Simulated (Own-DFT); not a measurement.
## Calculated data, GaP (zincblende, strained, atoms displaced)

All values are calculated (Own-DFT development build). A calculation, not a measurement: plane-wave PBE density functional theory by an unreviewed code, no spin, of a simulated periodic cell, stress positive in tension, free energy of the whole cell less one offset for each atom, forces on such cells passed a denser k mesh, this cell's mesh not checked; offsets are fitted by least squares, one for each functional and potential file, so energies compare only between cells with the same atoms and settings and are not formation energies; the far tail of each file's local potential was reset to the Coulomb form; each entry is a single point on an unrelaxed cell, so the pressure reflects the starting lattice, mostly measured values (interpolated for alloys), from which strain is counted, and rises with the displacements; printed positions are rounded, which can move forces by about a meV/angstrom; the program, named Own-DFT, is a retired in-house code; no spin-orbit coupling.

Common to all runs: functional PBE; potential files PseudoDojo norm-conserving, scalar-relativistic, standard set; wave cutoff 42 hartree; occupations Fermi-Dirac; smearing width 0.1 eV; k mesh 3 x 3 x 3 centred on Gamma.

(1) GaP (zincblende, strained, atoms displaced)

```cif
# cell vector a (Å): 10.9391 0.1902 0.0465
# cell vector b (Å): 0.1902 10.9050 -0.0873
# cell vector c (Å): 0.0465 -0.0873 10.9785
data_GaP
_symmetry_space_group_name_H-M 'P 1'
_symmetry_Int_Tables_number 1
_cell_length_a 10.9409
_cell_length_b 10.9070
_cell_length_c 10.9789
_cell_angle_alpha 90.910
_cell_angle_beta 89.522
_cell_angle_gamma 88.007
_cell_volume 1309.13
loop_
_atom_site_label
_atom_site_type_symbol
_atom_site_fract_x
_atom_site_fract_y
_atom_site_fract_z
_atom_site_occupancy
Ga1 Ga 0.00217 0.99644 0.99820 1
Ga2 Ga 0.99899 0.25879 0.26003 1
Ga3 Ga 0.24192 0.99395 0.24760 1
Ga4 Ga 0.24282 0.25718 0.99982 1
P1 P 0.12960 0.12053 0.12211 1
P2 P 0.12513 0.38018 0.38273 1
P3 P 0.36677 0.12797 0.37925 1
P4 P 0.37638 0.37650 0.13206 1
Ga5 Ga 0.99948 0.99781 0.50402 1
Ga6 Ga 0.00941 0.23956 0.75071 1
Ga7 Ga 0.25626 0.99859 0.75628 1
Ga8 Ga 0.24061 0.25844 0.50136 1
P5 P 0.12449 0.11996 0.62742 1
P6 P 0.12084 0.38111 0.87857 1
P7 P 0.37658 0.11852 0.87552 1
P8 P 0.37698 0.37557 0.63430 1
Ga9 Ga 0.99613 0.50006 0.99890 1
Ga10 Ga 0.99793 0.74843 0.24827 1
Ga11 Ga 0.24970 0.51177 0.24175 1
Ga12 Ga 0.24781 0.75299 0.99792 1
P9 P 0.12793 0.62612 0.12729 1
P10 P 0.12257 0.87746 0.37277 1
P11 P 0.37028 0.62430 0.37350 1
P12 P 0.38048 0.88320 0.13396 1
Ga13 Ga 0.98853 0.49666 0.49222 1
Ga14 Ga 0.99927 0.74784 0.75265 1
Ga15 Ga 0.24432 0.50368 0.74238 1
Ga16 Ga 0.25051 0.74948 0.50074 1
P13 P 0.12733 0.62986 0.62700 1
P14 P 0.11673 0.87323 0.87274 1
P15 P 0.38011 0.62921 0.87389 1
P16 P 0.37457 0.87427 0.62592 1
Ga17 Ga 0.50115 0.00195 0.00098 1
Ga18 Ga 0.50251 0.24985 0.25556 1
Ga19 Ga 0.74853 0.00394 0.24760 1
Ga20 Ga 0.75126 0.25178 0.00604 1
P17 P 0.62399 0.12236 0.12439 1
P18 P 0.62374 0.36813 0.37412 1
P19 P 0.87248 0.11996 0.37668 1
P20 P 0.87527 0.37814 0.12126 1
Ga21 Ga 0.50371 0.99580 0.49779 1
Ga22 Ga 0.50361 0.24589 0.74261 1
Ga23 Ga 0.74675 0.99415 0.75394 1
Ga24 Ga 0.75180 0.24707 0.49697 1
P21 P 0.63114 0.12153 0.62137 1
P22 P 0.62757 0.37340 0.87104 1
P23 P 0.87148 0.12148 0.87118 1
P24 P 0.87666 0.37076 0.62272 1
Ga25 Ga 0.49706 0.49224 0.99882 1
Ga26 Ga 0.50166 0.74654 0.25306 1
Ga27 Ga 0.75175 0.50659 0.24458 1
Ga28 Ga 0.74164 0.74616 0.99813 1
P25 P 0.62862 0.62314 0.12426 1
P26 P 0.63167 0.87270 0.38167 1
P27 P 0.87606 0.62579 0.37245 1
P28 P 0.87333 0.88152 0.11771 1
Ga29 Ga 0.49967 0.49843 0.49871 1
Ga30 Ga 0.49674 0.74500 0.74757 1
Ga31 Ga 0.74538 0.50366 0.75302 1
Ga32 Ga 0.74440 0.74972 0.49892 1
P29 P 0.62124 0.62700 0.62412 1
P30 P 0.62357 0.87462 0.87431 1
P31 P 0.87338 0.62497 0.88054 1
P32 P 0.87321 0.87792 0.62308 1
```

| Quantity | Value |
| --- | --- |
| free energy of cell above offsets | -33.530 eV |
| pressure | 2.39 GPa |
| stress xx | -2.45 GPa |
| stress yy | -2.63 GPa |
| stress zz | -2.08 GPa |
| stress yz | -1.01 GPa |
| stress xz | 0.83 GPa |
| stress xy | 3.46 GPa |

Force:
```tsv
element	x (eV/Å)	y (eV/Å)	z (eV/Å)
Ga	-0.534	1.002	0.254
Ga	0.074	-0.918	-0.601
Ga	0.53	0.946	0.79
Ga	0.872	-0.575	0.365
P	-0.96	0.911	0.082
P	0.187	0.505	-1.656
P	0.459	-0.466	-0.431
P	-0.144	-0.411	-0.773
Ga	-0.145	0.219	-0.097
Ga	-1.29	1.069	0.69
Ga	-0.848	-0.294	-0.244
Ga	0.951	-0.795	1.108
P	1.085	-0.272	-0.687
P	0.477	-0.499	-1.235
P	0.034	1.413	0.054
P	-0.344	-0.038	-1.315
Ga	0.117	0.483	0.776
Ga	-0.242	0.827	0.004
Ga	0.264	-1.195	1.304
Ga	0.474	0.321	0.426
P	-0.935	0.429	-1.418
P	-0.065	-0.801	0.261
P	0.733	-0.031	0.075
P	0.014	-1.15	-1.037
Ga	0.401	0.448	1.431
Ga	-0.707	0.171	-0.198
Ga	0.544	-0.034	1.412
Ga	-0.28	0.577	0.108
P	-0.943	-0.395	-1.167
P	1.291	-0.053	-0.206
P	-0.814	-0.818	0.227
P	0.284	-0.093	-0.461
Ga	-0.164	-0.3	0.274
Ga	-0.841	-0.622	-0.086
Ga	0.153	-0.546	0.422
Ga	-0.146	-0.371	-0.592
P	-0.005	0.71	-0.066
P	0.764	1.075	-0.079
P	0.715	0.321	-0.546
P	0.325	-0.341	0.61
Ga	-0.827	0.748	0.508
Ga	-0.018	-0.303	0.889
Ga	0.111	0.467	-0.162
Ga	-0.139	0.265	0.589
P	-0.279	-0.199	-0.093
P	-0.234	-0.403	0.256
P	0.439	0.294	0.471
P	-0.175	0.187	0.473
Ga	0.146	0.507	0.137
Ga	0.05	0.383	0.231
Ga	-0.078	-0.758	0.857
Ga	0.492	0.807	0.436
P	-1.056	0.014	-0.415
P	-0.665	0.309	-1.824
P	-0.563	0.299	-0.21
P	-0.135	-1.115	0.434
Ga	-0.314	-0.135	0.229
Ga	0.038	0.962	0.386
Ga	0.58	-0.307	-0.373
Ga	1.002	-0.402	0.91
P	0.566	-0.558	-0.488
P	-0.403	-0.494	-0.242
P	0.012	0.052	-0.958
P	0.108	-1.026	0.179
```

(2) GaP (zincblende, strained, atoms displaced)

```cif
# cell vector a (Å): 10.8511 -0.2117 -0.1950
# cell vector b (Å): -0.2117 10.8186 0.1887
# cell vector c (Å): -0.1950 0.1887 11.0422
data_GaP
_symmetry_space_group_name_H-M 'P 1'
_symmetry_Int_Tables_number 1
_cell_length_a 10.8549
_cell_length_b 10.8223
_cell_length_c 11.0455
_cell_angle_alpha 88.003
_cell_angle_beta 92.060
_cell_angle_gamma 92.256
_cell_volume 1295.01
loop_
_atom_site_label
_atom_site_type_symbol
_atom_site_fract_x
_atom_site_fract_y
_atom_site_fract_z
_atom_site_occupancy
Ga1 Ga 0.00017 0.98933 0.99155 1
Ga2 Ga 0.99418 0.24860 0.24090 1
Ga3 Ga 0.24442 0.99139 0.25224 1
Ga4 Ga 0.24851 0.26366 0.00848 1
P1 P 0.12551 0.12363 0.12587 1
P2 P 0.12590 0.36358 0.37468 1
P3 P 0.37597 0.12236 0.38570 1
P4 P 0.38133 0.37650 0.12525 1
Ga5 Ga 0.00144 0.99184 0.50275 1
Ga6 Ga 0.00444 0.24917 0.75341 1
Ga7 Ga 0.24747 0.00369 0.76054 1
Ga8 Ga 0.24115 0.25449 0.49786 1
P5 P 0.12981 0.12845 0.62259 1
P6 P 0.12931 0.37212 0.87560 1
P7 P 0.37590 0.12883 0.87801 1
P8 P 0.37083 0.36907 0.62085 1
Ga9 Ga 0.99699 0.49883 0.98897 1
Ga10 Ga 0.99865 0.74984 0.24580 1
Ga11 Ga 0.25278 0.49736 0.25628 1
Ga12 Ga 0.24634 0.75254 0.99912 1
P9 P 0.12426 0.62282 0.12767 1
P10 P 0.13204 0.87049 0.37370 1
P11 P 0.37517 0.62160 0.37613 1
P12 P 0.37743 0.87246 0.12456 1
Ga13 Ga 0.99844 0.49748 0.49699 1
Ga14 Ga 0.99651 0.74796 0.75507 1
Ga15 Ga 0.25282 0.49858 0.75033 1
Ga16 Ga 0.25456 0.75354 0.50323 1
P13 P 0.12221 0.62328 0.62554 1
P14 P 0.11295 0.86844 0.87309 1
P15 P 0.37658 0.61522 0.88211 1
P16 P 0.37791 0.86849 0.62681 1
Ga17 Ga 0.48981 0.99876 0.00510 1
Ga18 Ga 0.50746 0.25070 0.25784 1
Ga19 Ga 0.74967 0.00218 0.25172 1
Ga20 Ga 0.75642 0.24830 0.00602 1
P17 P 0.62507 0.12604 0.12695 1
P18 P 0.62852 0.36711 0.37558 1
P19 P 0.87635 0.13095 0.37081 1
P20 P 0.87725 0.37207 0.13059 1
Ga21 Ga 0.50088 0.00346 0.50524 1
Ga22 Ga 0.50119 0.24740 0.74985 1
Ga23 Ga 0.74912 0.00534 0.74900 1
Ga24 Ga 0.74775 0.24597 0.50456 1
P21 P 0.62765 0.13081 0.62292 1
P22 P 0.62823 0.36414 0.88172 1
P23 P 0.87275 0.12684 0.87948 1
P24 P 0.87690 0.36967 0.62728 1
Ga25 Ga 0.50313 0.50015 0.99974 1
Ga26 Ga 0.49669 0.75410 0.24273 1
Ga27 Ga 0.75589 0.51123 0.24907 1
Ga28 Ga 0.74732 0.74960 0.00381 1
P25 P 0.62538 0.61487 0.12312 1
P26 P 0.63196 0.88211 0.37202 1
P27 P 0.87349 0.62899 0.36695 1
P28 P 0.87702 0.86219 0.12862 1
Ga29 Ga 0.50894 0.49767 0.50240 1
Ga30 Ga 0.50686 0.75340 0.74520 1
Ga31 Ga 0.74831 0.50041 0.75744 1
Ga32 Ga 0.74773 0.74959 0.49980 1
P29 P 0.62822 0.61577 0.61962 1
P30 P 0.62410 0.87389 0.87179 1
P31 P 0.88175 0.61845 0.87887 1
P32 P 0.88004 0.87285 0.63210 1
```

| Item | Value |
| --- | --- |
| free energy of cell above offsets | -31.200 eV |
| pressure | 4.01 GPa |
| stress xx | -4.43 GPa |
| stress yy | -4.46 GPa |
| stress zz | -3.15 GPa |
| stress yz | 3.3 GPa |
| stress xz | -4.13 GPa |
| stress xy | -3.19 GPa |

Force:
```tsv
element	x (eV/Å)	y (eV/Å)	z (eV/Å)
Ga	-0.397	0.659	1.064
Ga	1.523	-0.82	0.672
Ga	1.402	1.232	-0.512
Ga	0.354	-1.456	-0.196
P	-0.356	-0.27	-0.349
P	-1.364	1.71	-1.019
P	-0.795	0.501	-1.113
P	-0.028	0.223	1.255
Ga	0.381	0.75	-0.744
Ga	-0.03	-0.571	-0.455
Ga	0.11	-0.442	-0.861
Ga	1.627	-1.278	0.179
P	-0.93	-0.825	0.919
P	-0.657	0.787	-0.042
P	-0.53	0.189	0.549
P	0.612	0.919	0.723
Ga	1.585	-1.408	1.791
Ga	1.5	-0.834	0.494
Ga	-0.162	-0.421	-0.758
Ga	0.274	-0.865	-0.012
P	-0.151	-0.164	-0.181
P	-1.566	-0.317	0.792
P	0.584	0.793	0.505
P	-1.643	0.433	0.086
Ga	0.075	-0.267	-0.282
Ga	0.185	-1.29	-1.153
Ga	0.146	-0.248	-0.528
Ga	-0.165	-1.297	-0.419
P	0.11	0.426	0.178
P	1.678	0.847	0.437
P	-0.266	1.761	-0.953
P	-0.273	1.426	0.572
Ga	1.372	0.517	-0.792
Ga	-1.098	-1.056	-0.907
Ga	0.968	0.118	-0.862
Ga	-0.092	-0.442	-0.039
P	-0.384	-0.227	-0.009
P	0.687	1.938	0.512
P	-0.163	-0.88	1.185
P	-0.627	1.771	-0.998
Ga	0.374	-0.815	-0.242
Ga	0.024	0.072	-0.364
Ga	0.31	-0.395	-0.007
Ga	1.35	0.445	-1.041
P	-0.872	-0.831	1.131
P	-0.474	1.094	-0.312
P	0.345	-0.194	-0.071
P	-0.347	0.716	0.24
Ga	0.327	-1.278	-0.373
Ga	1.153	-1.187	1.117
Ga	-0.528	-2.13	-0.179
Ga	0.133	-0.6	-0.674
P	-0.332	1.57	0.364
P	-1.48	-0.854	0.849
P	0.583	0.36	1.913
P	-0.83	2.251	-0.683
Ga	-1.115	-1.168	-1.15
Ga	-0.265	-1.67	0.259
Ga	0.388	-0.88	-0.48
Ga	0.629	0.092	-0.274
P	0.285	1.327	1.384
P	0.165	0.625	0.854
P	-2.056	1.567	-0.586
P	-1.26	0.263	-0.406
```

(3) GaP (zincblende, strained, atoms displaced)

```cif
# cell vector a (Å): 11.0061 0.0613 -0.1261
# cell vector b (Å): 0.0613 10.9018 -0.1423
# cell vector c (Å): -0.1261 -0.1423 10.9528
data_GaP
_symmetry_space_group_name_H-M 'P 1'
_symmetry_Int_Tables_number 1
_cell_length_a 11.0070
_cell_length_b 10.9029
_cell_length_c 10.9545
_cell_angle_alpha 91.496
_cell_angle_beta 91.320
_cell_angle_gamma 89.350
_cell_volume 1313.75
loop_
_atom_site_label
_atom_site_type_symbol
_atom_site_fract_x
_atom_site_fract_y
_atom_site_fract_z
_atom_site_occupancy
Ga1 Ga 0.99727 0.00178 0.99641 1
Ga2 Ga 0.00043 0.25435 0.24763 1
Ga3 Ga 0.25174 0.00488 0.24570 1
Ga4 Ga 0.25452 0.25069 0.99514 1
P1 P 0.12688 0.12385 0.12732 1
P2 P 0.12493 0.38222 0.37806 1
P3 P 0.37627 0.11528 0.37501 1
P4 P 0.37027 0.37259 0.12140 1
Ga5 Ga 0.00260 0.00132 0.50162 1
Ga6 Ga 0.00313 0.24554 0.74516 1
Ga7 Ga 0.24211 0.00319 0.74703 1
Ga8 Ga 0.24906 0.24987 0.49406 1
P5 P 0.12736 0.12387 0.62896 1
P6 P 0.12498 0.37604 0.87468 1
P7 P 0.37448 0.11119 0.87266 1
P8 P 0.37794 0.36793 0.62098 1
Ga9 Ga 0.99911 0.49789 0.99969 1
Ga10 Ga 0.99833 0.75369 0.25516 1
Ga11 Ga 0.25127 0.49917 0.25165 1
Ga12 Ga 0.24900 0.75299 0.99953 1
P9 P 0.13242 0.62820 0.12432 1
P10 P 0.12306 0.87461 0.37716 1
P11 P 0.37470 0.63092 0.37472 1
P12 P 0.38084 0.86799 0.12709 1
Ga13 Ga 0.99186 0.50824 0.50461 1
Ga14 Ga 0.00244 0.74637 0.75196 1
Ga15 Ga 0.24801 0.49679 0.75528 1
Ga16 Ga 0.24243 0.74602 0.50164 1
P13 P 0.12375 0.63124 0.62716 1
P14 P 0.11803 0.87496 0.87013 1
P15 P 0.38214 0.62977 0.86576 1
P16 P 0.37306 0.87110 0.62173 1
Ga17 Ga 0.50394 0.99901 0.99865 1
Ga18 Ga 0.49349 0.25296 0.24549 1
Ga19 Ga 0.75089 0.00286 0.25898 1
Ga20 Ga 0.75299 0.24659 0.99707 1
P17 P 0.62062 0.12275 0.12703 1
P18 P 0.62881 0.36548 0.37086 1
P19 P 0.86965 0.12353 0.37569 1
P20 P 0.87688 0.37861 0.12602 1
Ga21 Ga 0.49862 0.01166 0.50732 1
Ga22 Ga 0.49358 0.24788 0.75531 1
Ga23 Ga 0.74551 0.99635 0.75005 1
Ga24 Ga 0.74462 0.25293 0.49816 1
P21 P 0.62514 0.12057 0.62439 1
P22 P 0.62174 0.37742 0.88079 1
P23 P 0.87461 0.12242 0.87722 1
P24 P 0.87138 0.37246 0.63056 1
Ga25 Ga 0.51087 0.50439 0.99658 1
Ga26 Ga 0.49747 0.75252 0.24997 1
Ga27 Ga 0.75551 0.50388 0.25553 1
Ga28 Ga 0.74921 0.75412 0.00439 1
P25 P 0.62223 0.62425 0.12181 1
P26 P 0.62487 0.87088 0.36659 1
P27 P 0.86995 0.62577 0.37323 1
P28 P 0.86627 0.87520 0.12767 1
Ga29 Ga 0.49989 0.49685 0.50345 1
Ga30 Ga 0.50087 0.75263 0.75432 1
Ga31 Ga 0.74432 0.50667 0.75001 1
Ga32 Ga 0.74738 0.75708 0.50011 1
P29 P 0.63011 0.61767 0.62274 1
P30 P 0.61988 0.87467 0.87492 1
P31 P 0.87523 0.61853 0.87914 1
P32 P 0.87769 0.88315 0.62829 1
```

| Quantity | Value |
| --- | --- |
| free energy of cell above offsets | -33.366 eV |
| pressure | 2.16 GPa |
| stress xx | -1.8 GPa |
| stress yy | -2.42 GPa |
| stress zz | -2.25 GPa |
| stress yz | -2.11 GPa |
| stress xz | -2.92 GPa |
| stress xy | 0.58 GPa |

Force:
```tsv
element	x (eV/Å)	y (eV/Å)	z (eV/Å)
Ga	0.036	-0.659	0.911
Ga	-0.051	-0.375	0.53
Ga	-0.071	-1.376	0.19
Ga	-0.543	-0.854	-0.068
P	-0.261	0.572	-0.82
P	-0.353	-0.145	-0.021
P	-0.132	1.575	-0.266
P	0.777	1.05	0.028
Ga	-0.456	0.036	-0.145
Ga	-0.627	0.308	0.727
Ga	0.663	-1.564	0.247
Ga	-0.03	-0.398	0.13
P	-0.098	0.761	-1.368
P	-0.032	-0.401	-0.056
P	-0.036	1.205	0.259
P	-0.51	0.618	0.484
Ga	0.45	0.148	0.625
Ga	-0.187	-0.504	-0.742
Ga	-0.002	0.124	-0.09
Ga	0.236	-0.191	-0.454
P	-0.878	-0.132	0.088
P	0.497	0.547	-0.212
P	0.248	-0.719	0.317
P	-0.801	1.408	-0.837
Ga	0.144	-0.675	0.113
Ga	-1.276	0.012	0.036
Ga	0.437	0.205	-0.787
Ga	0.467	0.326	-0.265
P	0.228	-1.102	0.008
P	0.919	0.447	0.724
P	-0.819	-0.651	1.154
P	0.127	0.65	0.273
Ga	-0.58	-0.388	0.662
Ga	0.03	-0.706	0.264
Ga	-0.916	-0.656	-0.993
Ga	-0.601	0.298	0.768
P	0.768	0.468	-0.109
P	-0.776	1.523	-0.255
P	1.36	0.994	0.549
P	-0.194	-0.199	-0.288
Ga	-0.306	-2.196	-0.708
Ga	0.462	-0.34	-0.087
Ga	0.043	0.063	0.352
Ga	0.534	-0.817	0.712
P	0.535	1.439	0.85
P	0.861	-0.867	-1.162
P	0.014	0.408	-0.939
P	0.135	0.402	-0.415
Ga	-1.902	-0.158	0.195
Ga	0.261	-1.113	0.091
Ga	-1.285	-0.901	-0.98
Ga	-0.416	-0.812	-0.578
P	0.897	0.593	1.122
P	-0.107	1.114	1.284
P	0.894	1.058	0.833
P	1.264	0.69	0.153
Ga	-0.047	-0.181	-0.796
Ga	-0.045	-0.371	-1.45
Ga	0.529	-1.26	0.751
Ga	0.139	-0.322	0.2
P	-0.697	1.701	-0.243
P	1.239	0.084	0.064
P	-0.15	1.135	-0.349
P	-0.006	-0.929	-0.211
```

(4) GaP (zincblende, strained, atoms displaced)

```cif
# cell vector a (Å): 10.7080 0.0306 -0.1415
# cell vector b (Å): 0.0306 10.8565 0.0631
# cell vector c (Å): -0.1415 0.0631 11.0845
data_GaP
_symmetry_space_group_name_H-M 'P 1'
_symmetry_Int_Tables_number 1
_cell_length_a 10.7090
_cell_length_b 10.8567
_cell_length_c 11.0856
_cell_angle_alpha 89.343
_cell_angle_beta 91.487
_cell_angle_gamma 89.679
_cell_volume 1288.32
loop_
_atom_site_label
_atom_site_type_symbol
_atom_site_fract_x
_atom_site_fract_y
_atom_site_fract_z
_atom_site_occupancy
Ga1 Ga 0.00632 0.99266 0.99634 1
Ga2 Ga 0.99757 0.24489 0.24496 1
Ga3 Ga 0.24930 0.00116 0.24789 1
Ga4 Ga 0.25500 0.24452 0.99862 1
P1 P 0.13032 0.11625 0.12030 1
P2 P 0.11741 0.38132 0.38058 1
P3 P 0.37560 0.12140 0.37449 1
P4 P 0.36752 0.37064 0.11781 1
Ga5 Ga 0.99507 0.00455 0.50295 1
Ga6 Ga 0.99840 0.24985 0.74808 1
Ga7 Ga 0.24924 0.99649 0.75819 1
Ga8 Ga 0.25480 0.25098 0.49350 1
P5 P 0.13011 0.13003 0.62819 1
P6 P 0.12295 0.37994 0.87454 1
P7 P 0.37856 0.12793 0.86985 1
P8 P 0.36948 0.37595 0.62505 1
Ga9 Ga 0.99798 0.50293 0.99767 1
Ga10 Ga 0.00428 0.75115 0.25335 1
Ga11 Ga 0.25591 0.49358 0.25086 1
Ga12 Ga 0.25505 0.75474 0.99862 1
P9 P 0.12662 0.61685 0.12544 1
P10 P 0.12204 0.87822 0.37825 1
P11 P 0.38052 0.62523 0.37791 1
P12 P 0.37685 0.87472 0.12741 1
Ga13 Ga 0.99371 0.49965 0.50027 1
Ga14 Ga 0.00447 0.74758 0.75347 1
Ga15 Ga 0.25172 0.50118 0.74604 1
Ga16 Ga 0.24799 0.75099 0.49284 1
P13 P 0.11779 0.62032 0.62529 1
P14 P 0.12773 0.88263 0.87283 1
P15 P 0.36836 0.62139 0.87465 1
P16 P 0.37070 0.87195 0.62152 1
Ga17 Ga 0.49804 0.99555 0.99991 1
Ga18 Ga 0.51192 0.26103 0.24625 1
Ga19 Ga 0.75103 0.99748 0.24981 1
Ga20 Ga 0.74693 0.26174 0.99762 1
P17 P 0.62273 0.13207 0.11944 1
P18 P 0.62376 0.37686 0.38005 1
P19 P 0.87453 0.13127 0.37737 1
P20 P 0.87835 0.37627 0.12865 1
Ga21 Ga 0.50294 0.01125 0.49895 1
Ga22 Ga 0.49866 0.24913 0.75590 1
Ga23 Ga 0.75121 0.99843 0.74672 1
Ga24 Ga 0.75758 0.25349 0.49936 1
P21 P 0.61984 0.12783 0.62764 1
P22 P 0.62228 0.37212 0.87412 1
P23 P 0.87328 0.12091 0.87226 1
P24 P 0.87265 0.37724 0.62628 1
Ga25 Ga 0.50332 0.50951 0.99920 1
Ga26 Ga 0.48776 0.74752 0.25448 1
Ga27 Ga 0.74121 0.49695 0.25947 1
Ga28 Ga 0.74618 0.75622 0.99511 1
P25 P 0.62950 0.62233 0.12795 1
P26 P 0.62973 0.88085 0.37616 1
P27 P 0.87871 0.62084 0.38221 1
P28 P 0.87566 0.87575 0.12627 1
Ga29 Ga 0.49929 0.51039 0.49679 1
Ga30 Ga 0.50324 0.75051 0.75358 1
Ga31 Ga 0.74973 0.50177 0.75046 1
Ga32 Ga 0.75347 0.74937 0.50135 1
P29 P 0.63237 0.63036 0.63544 1
P30 P 0.61997 0.87538 0.87981 1
P31 P 0.88081 0.62653 0.86630 1
P32 P 0.87378 0.87120 0.62366 1
```

| Item | Value |
| --- | --- |
| free energy of cell above offsets | -32.838 eV |
| pressure | 3.75 GPa |
| stress xx | -4.81 GPa |
| stress yy | -3.94 GPa |
| stress zz | -2.5 GPa |
| stress yz | 1 GPa |
| stress xz | -2.55 GPa |
| stress xy | 0.84 GPa |

Force:
```tsv
element	x (eV/Å)	y (eV/Å)	z (eV/Å)
Ga	-1.02	0.585	0.428
Ga	0.952	0.019	0.376
Ga	0.309	-0.694	0.698
Ga	-0.955	-0.064	-0.7
P	-0.746	1.105	-0.066
P	0.734	-0.868	-1.012
P	0.09	1.245	-0.981
P	1.452	0.928	0.784
Ga	0.611	-0.07	0.506
Ga	0.276	-0.135	0.398
Ga	0.775	0.716	-1.622
Ga	-0.588	-0.147	0.288
P	-0.24	-0.359	-0.383
P	0.22	-0.626	0.026
P	-0.537	-0.883	0.9
P	1.086	0.2	-0.3
Ga	0.159	-0.439	0.26
Ga	-0.161	-0.75	-0.298
Ga	-0.485	-0.057	0.236
Ga	-0.655	-0.725	0.279
P	0.196	1.385	0.082
P	-0.045	0.537	-0.485
P	-1.788	0.238	-0.71
P	-0.434	0.348	-0.184
Ga	0.531	-0.627	0.981
Ga	0.309	0.584	-0.757
Ga	-0.656	-0.441	0.166
Ga	-0.186	-0.629	0.953
P	0.791	0.834	-0.401
P	-0.319	-1.616	0.398
P	0.741	0.953	-0.176
P	0.602	0.553	0.386
Ga	0.044	0.809	0.301
Ga	-1.316	-0.93	-0.138
Ga	-0.037	0.846	-0.31
Ga	1.036	-1.285	0.519
P	0.504	-0.61	0.308
P	-0.221	0.13	0.527
P	-0.1	-0.62	-0.703
P	-0.848	0.571	-0.448
Ga	-0.141	-1.454	0.392
Ga	0.097	0.447	-1.208
Ga	-0.335	-0.239	0.107
Ga	-0.849	-0.324	0.619
P	0.873	0.516	-0.069
P	-0.181	1.605	-0.277
P	0.128	0.639	0.508
P	-0.006	0.098	0.106
Ga	-0.364	-1.083	0.13
Ga	2.007	0.396	-0.329
Ga	1.408	0.162	-0.432
Ga	0.984	-1.102	0.715
P	-0.491	1.004	-0.045
P	-0.886	-0.653	0.045
P	-1.124	1.118	-1.374
P	0.151	-0.165	-0.332
Ga	0.966	-1.191	1.955
Ga	-0.927	-0.186	-0.197
Ga	0.259	-0.877	0.379
Ga	-0.254	-0.251	-0.263
P	-0.972	0.093	-1.37
P	0.18	0.673	-0.958
P	-1.077	0.202	1.285
P	0.475	0.562	0.487
```
